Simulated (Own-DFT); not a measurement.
# Strain and stress in diamond silicon, 64 atoms (Si64)

Calculated results; nothing here was measured. They come from Own-DFT, an in-house plane-wave density functional program, since retired, whose code no person has reviewed. Each row is one single-point run on a periodic cell that was not relaxed, without spin or spin-orbit coupling.

Settings of every run: PBE; PseudoDojo norm-conserving scalar-relativistic files; cutoff 20 hartree; 3 x 3 x 3 k mesh centred on Gamma; Fermi-Dirac smearing of 0.1 eV.

Known limits: k mesh not checked against a denser one; stress not checked against mesh or cutoff.

Unstrained cell vectors in Å: (10.862, 0.000, 0.000); (0.000, 10.862, 0.000); (0.000, 0.000, 10.862). The unstrained cell has measured lattice constants (interpolated for alloys), not those of this functional. That, the random moves and any unrelaxed bonds set the pressure at no strain. Each run strains this cell uniformly, with the atoms carried along. Every atom was also moved at random, by a Gaussian of width 0.05 Å on each axis. Strain is the symmetric tensor, in per cent. Stress is positive in tension, and the pressure is minus a third of its trace.

```
run  e_xx (%)  e_yy (%)  e_zz (%)  e_yz (%)  e_xz (%)  e_xy (%)  s_xx (GPa)  s_yy (GPa)  s_zz (GPa)  s_yz (GPa)  s_xz (GPa)  s_xy (GPa)  P (GPa)  E (meV/atom)
  1     -0.38      0.05     -1.69     -0.10     -1.30     -1.79       -4.63       -4.30       -5.76       -0.37       -2.68       -4.29     4.90          30.2
  2     -1.88     -0.81      1.99     -1.26      1.21     -1.85       -5.07       -4.17       -1.56       -1.91        2.73       -4.32     3.60          33.1
  3      0.09     -1.22      1.56     -1.80     -0.23     -0.27       -2.15       -3.36       -0.76       -3.73       -0.95       -0.42     2.09           3.1
  4     -1.34      1.37     -1.88      1.91      0.62      0.43       -5.32       -2.99       -5.80        4.10        1.85        0.72     4.70          33.2
  5     -0.41     -0.24     -1.11      1.58      0.77     -0.65       -4.32       -4.34       -4.90        4.13        1.23       -0.37     4.52          29.5
  6     -1.20     -0.23      0.24     -1.80      0.55      1.16       -4.80       -3.88       -3.42       -3.14        1.63        3.37     4.04          33.6
  7      1.45     -1.42      1.75      0.68      0.61      0.05       -0.09       -2.69        0.26        1.22        1.23        0.04     0.84           2.8
  8      0.11      1.65      0.24     -1.30     -0.85      1.02       -1.24        0.23       -1.13       -2.11       -2.80        1.69     0.71           0.0
  9      1.66     -1.04      0.45      0.18     -0.76      0.45       -0.34       -2.95       -1.62        0.33       -1.50        1.59     1.63          10.1
 10      1.28     -1.56     -0.87     -1.69      0.28      1.27       -2.48       -5.08       -4.61       -4.51        1.29        2.69     4.05          32.5
 11     -1.87     -0.82     -1.84     -1.91      0.68      0.54       -7.98       -7.35       -8.40       -4.92        2.23        1.84     7.91          58.0
 12      1.03      0.60      1.53     -1.62      1.56      1.22       -0.06       -0.39        0.33       -3.34        3.41        2.88     0.04          24.8
 13     -0.39     -1.33     -1.60     -1.75     -0.31     -1.72       -5.63       -6.60       -6.73       -4.17       -1.27       -4.95     6.32          36.5
 14      1.66     -0.07      0.53      0.42     -1.78      0.08        0.14       -1.35       -0.94        1.52       -3.72        0.08     0.72           6.5
 15      0.56      1.04      0.64     -1.09     -1.00      1.95       -0.89       -0.54       -0.84       -2.49       -1.93        3.92     0.75          17.0
 16     -1.02     -0.36      0.25      0.78     -0.29      0.26       -4.28       -3.79       -3.00        1.57       -0.30        0.68     3.69          14.9
 17     -1.05     -1.18      0.69     -1.38      1.53      0.33           ?           ?           ?           ?           ?           ?        ?             ?
```

E is the free energy for each atom above the lowest run shown.

## Worked fit

Each stress component was fitted by least squares to a constant and the strains of the runs shown, as fractions, with shears doubled. Shear strains stay in the fit of a normal stress only where such slopes are resolved. The slopes, in GPa:

| stress | at no strain | per e_xx | per e_yy | per e_zz | scatter |
|---|---|---|---|---|---|
| s_xx | -2.8 | 162 ± 5 | 66 ± 5 | 72 ± 4 | 0.20 |
| s_yy | -2.9 | 74 ± 5 | 160 ± 6 | 76 ± 4 | 0.21 |
| s_zz | -2.9 | 70 ± 7 | 69 ± 8 | 167 ± 6 | 0.30 |

Each shear stress against twice its own strain: yz 110 ± 5, xz 108 ± 8, xy 124 ± 8 GPa. These are stiffnesses along x, y and z of the frame in which the cell vectors are given, which need not be the crystal's axes. The atoms are held to the strained lattice; where symmetry lets them move under strain, relaxing them would lower some slopes. The table should be nearly symmetric about its diagonal, and what it lacks of that shows the noise. A ninth of its sum, 102 ± 3 GPa, estimates the bulk modulus near the mean pressure of these runs, 3.2 GPa, so it lies above the value at zero pressure.

## Withheld run

Question: what normal stresses and pressure should run 17 give?

The fit gives s_xx = -4.8, s_yy = -5.0, s_zz = -3.2 and P = 4.4 GPa. The calculation gave -4.72, -4.92, -3.33 and P = 4.32 GPa.
